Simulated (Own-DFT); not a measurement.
# One host, several defects: zincblende GaAs

Everything here is calculated. The program is Own-DFT (plane waves, in-house, since retired, never reviewed by a person); positions were held fixed, and spin and spin-orbit coupling were off.

Method: PBE; PseudoDojo norm-conserving scalar-relativistic files; cutoff 42 hartree; 3 x 3 x 3 k mesh centred on Gamma; Fermi-Dirac smearing of 0.1 eV.

Limits (not all hold for every row): not probed for a lower state with spin; forces on such cells failed a check on a denser k mesh; forces not confirmed at this smearing and k mesh; stress not checked against mesh or cutoff.

All runs share one cell, with vectors in Å (11.307, 0.000, 0.000); (0.000, 11.307, 0.000); (0.000, 0.000, 11.307) and a volume of 1445.4 Å³. u is the rms random offset of the atoms per axis. The defect's site can differ from row to row.

| cell | formula | u (Å) | P (GPa) |
|---|---|---|---|
| no defect | As32Ga32 | 0.0205 | 3.51 |
| no defect | As32Ga32 | 0.0475 | 3.83 |
| no defect | As32Ga32 | 0.0542 | 3.86 |
| two Ga vacancies | As32Ga30 | 0.0287 | ? |
| two Ga vacancies | As32Ga30 | 0.0288 | 2.85 |
| two Ga vacancies | As32Ga30 | 0.0312 | 2.94 |
| two Ga vacancies | As32Ga30 | 0.0312 | 2.94 |
| one P on an As site | As31Ga32P | 0.0273 | 3.32 |
| one P on an As site | As31Ga32P | 0.0291 | 3.38 |
| one P on an As site | As31Ga32P | 0.0292 | 3.35 |
| one As on a Ga site and one Ga on an As site | As32Ga32 | 0.0286 | 3.89 |
| one As on a Ga site and one Ga on an As site | As32Ga32 | 0.0518 | 4.32 |
| one As on a Ga site and one Ga on an As site | As32Ga32 | 0.0520 | 4.27 |
| two As on a Ga site each | As34Ga30 | 0.0296 | 4.78 |
| two As on a Ga site each | As34Ga30 | 0.0312 | 4.80 |
| two As on a Ga site each | As34Ga30 | 0.0323 | 4.79 |

## Working it out

P = P0 + c u² + a shift for each defect gives P0 = 3.41 GPa, c = 175 ± 16 GPa/Å² and a scatter of 0.04 GPa. The shifts, and each times the cell's volume:

- two As on a Ga site each: 1.21 ± 0.04 GPa, 10.9 eV (5.5 eV for each of its 2 sites)
- one As on a Ga site and one Ga on an As site: 0.39 ± 0.03 GPa, 3.5 eV
- one P on an As site: -0.20 ± 0.04 GPa, -1.8 eV
- two Ga vacancies: -0.66 ± 0.04 GPa, -6.0 eV (-3.0 eV for each of its 2 sites)

Against the defect-free cell, a freed cell would be larger where the shift is positive and smaller where it is negative (160.2 GPa Å³ is 1 eV). The atoms around the defects weren't relaxed, which would change these numbers.

## Withheld run

Q: what pressure belongs in the blank (two Ga vacancies, u = 0.0287 Å)?

The fitted form gives 2.89 ± 0.05 GPa. The run itself gave 2.85 GPa.
